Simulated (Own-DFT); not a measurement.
# Which defects push the lattice out? C40 NbSi2

Source: density functional calculations with Own-DFT, an unreviewed in-house program that is no longer used. Nothing was measured or relaxed, and spin and spin-orbit coupling are left out.

All runs used: PBE; PseudoDojo norm-conserving scalar-relativistic files; cutoff 42 hartree; 4 x 4 x 5 k mesh centred on Gamma; cold (Marzari-Vanderbilt) smearing of 0.2 eV.

Keep in mind: forces on such cells failed a check on a denser k mesh; stress not checked against mesh or cutoff.

All runs share one cell, with vectors in Å (0.000, 8.324, 0.000); (-9.613, 0.000, 0.000); (0.000, 0.000, 6.586) and a volume of 527.0 Å³. The atoms are randomly displaced, by u rms on each axis. The defect's site can differ from row to row.

| cell | formula | u (Å) | P (GPa) |
|---|---|---|---|
| no defect | Nb12Si24 | 0.0195 | 1.49 |
| no defect | Nb12Si24 | 0.0488 | 2.32 |
| no defect | Nb12Si24 | 0.0548 | 2.89 |
| two Nb vacancies | Nb10Si24 | 0.0282 | -0.25 |
| two Nb vacancies | Nb10Si24 | 0.0308 | ? |
| two Nb vacancies | Nb10Si24 | 0.0475 | 0.75 |
| two Nb vacancies | Nb10Si24 | 0.0551 | 1.37 |
| two Si on a Nb site each | Nb10Si26 | 0.0277 | 1.30 |
| two Si on a Nb site each | Nb10Si26 | 0.0294 | 1.70 |
| two Si on a Nb site each | Nb10Si26 | 0.0513 | 2.77 |
| one Si vacancy | Nb12Si23 | 0.0281 | 1.10 |
| one Si vacancy | Nb12Si23 | 0.0521 | 1.45 |
| one Si vacancy | Nb12Si23 | 0.0553 | 2.43 |
| two Nb on a Si site each | Nb14Si22 | 0.0288 | 7.48 |
| two Nb on a Si site each | Nb14Si22 | 0.0289 | 7.65 |
| two Nb on a Si site each | Nb14Si22 | 0.0422 | 7.89 |

## Fit

P = P0 + c u² + a shift for each defect gives P0 = 1.15 GPa, c = 565 ± 77 GPa/Å² and a scatter of 0.27 GPa. The shifts, and each times the cell's volume:

- two Nb on a Si site each: 5.88 ± 0.23 GPa, 19.3 eV (9.7 eV for each of its 2 sites)
- two Si on a Nb site each: -0.03 ± 0.22 GPa, -0.1 eV (0.0 eV for each of its 2 sites) (not resolved)
- one Si vacancy: -0.72 ± 0.22 GPa, -2.4 eV
- two Nb vacancies: -1.67 ± 0.22 GPa, -5.5 eV (-2.7 eV for each of its 2 sites)

A positive shift means that the defect pushes the cell outwards. Shift times volume (160.2 GPa Å³ is 1 eV) depends little on the cell's size, so, taken for each site, it can be compared between cells at like pressure. The atoms around the defects weren't relaxed, which would change these numbers.

## Prediction

Question: what pressure belongs in the blank (two Nb vacancies, u = 0.0308 Å)?

The fit gives 0.01 ± 0.32 GPa. Computed: -0.06 GPa.
